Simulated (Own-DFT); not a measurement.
# What a defect does to the pressure of its cell: 4H SiC

Source: density functional calculations with Own-DFT, an unreviewed in-house program that is no longer used. Nothing was measured or relaxed, and spin and spin-orbit coupling are left out.

Common settings: PBE; PseudoDojo norm-conserving scalar-relativistic files; cutoff 42 hartree; 4 x 4 x 3 k mesh centred on Gamma; Fermi-Dirac smearing of 0.1 eV.

Limits (not all hold for every row): not probed for a lower state with spin; forces on such cells failed a check on a denser k mesh; forces on such cells passed a denser k mesh, each cell not checked; stress not checked against mesh or cutoff.

All runs share one cell, with vectors in Å (9.248, 0.000, 0.000); (-4.624, 8.009, 0.000); (0.000, 0.000, 10.068) and a volume of 745.7 Å³. u is the rms random offset of the atoms per axis. The defect's site can differ from row to row.

| cell | formula | u (Å) | P (GPa) |
|---|---|---|---|
| no defect | C36Si36 | 0.0284 | 3.65 |
| no defect | C36Si36 | 0.0621 | 6.61 |
| no defect | C36Si36 | 0.0648 | 6.19 |
| two Al on a Si site each | Al2C36Si34 | 0.0315 | 5.86 |
| two Al on a Si site each | Al2C36Si34 | 0.0476 | 6.88 |
| two Al on a Si site each | Al2C36Si34 | 0.0494 | 7.17 |
| one C on a Si site | C37Si35 | 0.0469 | ? |
| one C on a Si site | C37Si35 | 0.0478 | 3.23 |
| one C on a Si site | C37Si35 | 0.0486 | 3.39 |
| one C on a Si site | C37Si35 | 0.0526 | 3.25 |
| two N on a C site each | C34N2Si36 | 0.0296 | 2.69 |
| two N on a C site each | C34N2Si36 | 0.0301 | 2.67 |
| two N on a C site each | C34N2Si36 | 0.0544 | 4.73 |
| one C vacancy | C35Si36 | 0.0283 | 3.63 |
| one C vacancy | C35Si36 | 0.0499 | 5.02 |
| one C vacancy | C35Si36 | 0.0535 | 5.33 |

## Fit

P = P0 + c u² + a shift for each defect gives P0 = 2.94 GPa, c = 859 ± 61 GPa/Å² and a scatter of 0.23 GPa. The shifts, and each times the cell's volume:

- two Al on a Si site each: 2.06 ± 0.20 GPa, 9.6 eV (4.8 eV for each of its 2 sites)
- one C vacancy: -0.05 ± 0.19 GPa, -0.2 eV (not resolved)
- two N on a C site each: -0.93 ± 0.20 GPa, -4.3 eV (-2.2 eV for each of its 2 sites)
- one C on a Si site: -1.78 ± 0.19 GPa, -8.3 eV

Positive is outwards. The product with the volume (160.2 GPa Å³ to the eV) is nearly free of the cell's size; divided by the bulk modulus at the cell's pressure it gives the volume that the defect adds. The atoms around the defects weren't relaxed, which would change these numbers.

## Withheld run

Question: what pressure belongs in the blank (one C on a Si site, u = 0.0469 Å)?

From the fit: 3.06 ± 0.26 GPa. Computed: 3.18 GPa.
